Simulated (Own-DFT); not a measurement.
# Short bonds, stiff crystals?

Source: density functional calculations with Own-DFT, an unreviewed in-house program that is no longer used. Nothing was measured or relaxed, and spin and spin-orbit coupling are left out.

Keep in mind (not all hold for every row): forces on such cells moved up to 12 meV/angstrom on a denser k mesh; forces not confirmed at this smearing and k mesh; k mesh not checked against a denser one; forces on such cells passed a denser k mesh, each cell not checked; stress not checked against mesh or cutoff.

All runs are PBE with PseudoDojo norm-conserving files; cutoff and k mesh are each material's own. Every cell starts from measured lattice constants and was given uniform random strains and small random moves of its atoms. Each triple is the change of volume in per cent, the rms move u in Å and the pressure in GPa.

- 3C SiC (C32Si32), 10.36 Å³/atom unstrained: (-3.17, 0.051, 13.76); (-1.13, 0.051, 8.14); (0.75, 0.048, 3.48); (1.32, 0.050, 3.06); (2.69, 0.054, 0.69); (3.64, 0.051, -1.81); (3.96, 0.050, -2.64)
- wurtzite GaN (Ga36N36), 11.42 Å³/atom unstrained: (-2.74, 0.045, 13.61); (-1.93, 0.050, 11.31); (0.33, 0.052, 6.73); (0.51, 0.047, 5.96); (0.74, 0.047, 6.39); (1.42, 0.049, 4.46); (2.49, 0.050, 2.33)
- diamond silicon (Si64), 20.02 Å³/atom unstrained: (-2.83, 0.051, 5.72); (-2.72, 0.051, 5.39); (-1.27, 0.045, 3.79); (0.38, 0.048, 2.09); (0.79, 0.049, 2.31); (2.17, 0.048, 0.73); (3.41, 0.050, -0.47)
- zincblende GaAs (As32Ga32), 22.58 Å³/atom unstrained: (-3.55, 0.050, 7.24); (-2.89, 0.050, 6.62); (-2.46, 0.047, 5.94); (-1.34, 0.045, 4.98); (-0.09, 0.049, 4.22); (0.55, 0.053, 3.69); (2.76, 0.050, 1.96)
- zincblende InP (In32P32), 25.27 Å³/atom unstrained: withheld
- grey tin (Sn64), 34.15 Å³/atom unstrained: (-1.59, 0.052, 4.61); (-1.01, 0.051, 4.24); (-0.12, 0.046, 3.72); (0.00, 0.046, 3.59); (0.14, 0.049, 3.59); (1.68, 0.051, 2.84); (2.11, 0.047, 2.63)

## Working it out

Fit a line to each set against the fractional change of volume; B is minus its slope, and u is nearly the same within a set. To take it to zero pressure, assume that B rises by 4 GPa for each GPa: B0 = B - 4 x (mean pressure). The bond length of an ideal tetrahedral crystal with the unstrained volume v is d = (√3/4)(8 v)^(1/3). Cohen's empirical rule reads B0 = (1971 - 220 L) d^(-3.5) GPa, with L = 0 for group IV crystals and SiC and 1 for III-V compounds.

| material | L | d (Å) | B (GPa) | mean P (GPa) | B0 (GPa) | rule (GPa) |
|---|---|---|---|---|---|---|
| 3C SiC (C32Si32) | 0 | 1.888 | 222 ± 10 | 3.5 | 208 ± 10 | 213 |
| wurtzite GaN (Ga36N36) | 1 | 1.950 | 212 ± 8 | 7.3 | 183 ± 8 | 169 |
| diamond silicon (Si64) | 0 | 2.352 | 96 ± 4 | 2.8 | 85 ± 4 | 99 |
| zincblende GaAs (As32Ga32) | 1 | 2.448 | 82 ± 3 | 4.9 | 62 ± 3 | 76 |
| zincblende InP (In32P32) | 1 | 2.541 | ? | ? | ? | 67 |
| grey tin (Sn64) | 0 | 2.810 | 53 ± 2 | 3.6 | 38 ± 2 | 53 |

A line through ln[B0/(1971 - 220 L)] against ln d has a slope of -4.4 ± 0.2 and a scatter of 6 %. Against the rule, B0 stands at 97 % for 3C SiC, 108 % for wurtzite GaN, 86 % for diamond silicon, 81 % for zincblende GaAs, 72 % for grey tin. PBE tends to make silicon and heavier crystals too soft, and the rule itself is only a guide.

## Prediction

Q: what B0 does the fitted trend give for zincblende InP (In32P32)?

The straight line predicts 53 GPa. Its own runs give B = 75 ± 3 GPa at a mean pressure of 4.5 GPa, so B0 = 57 GPa.
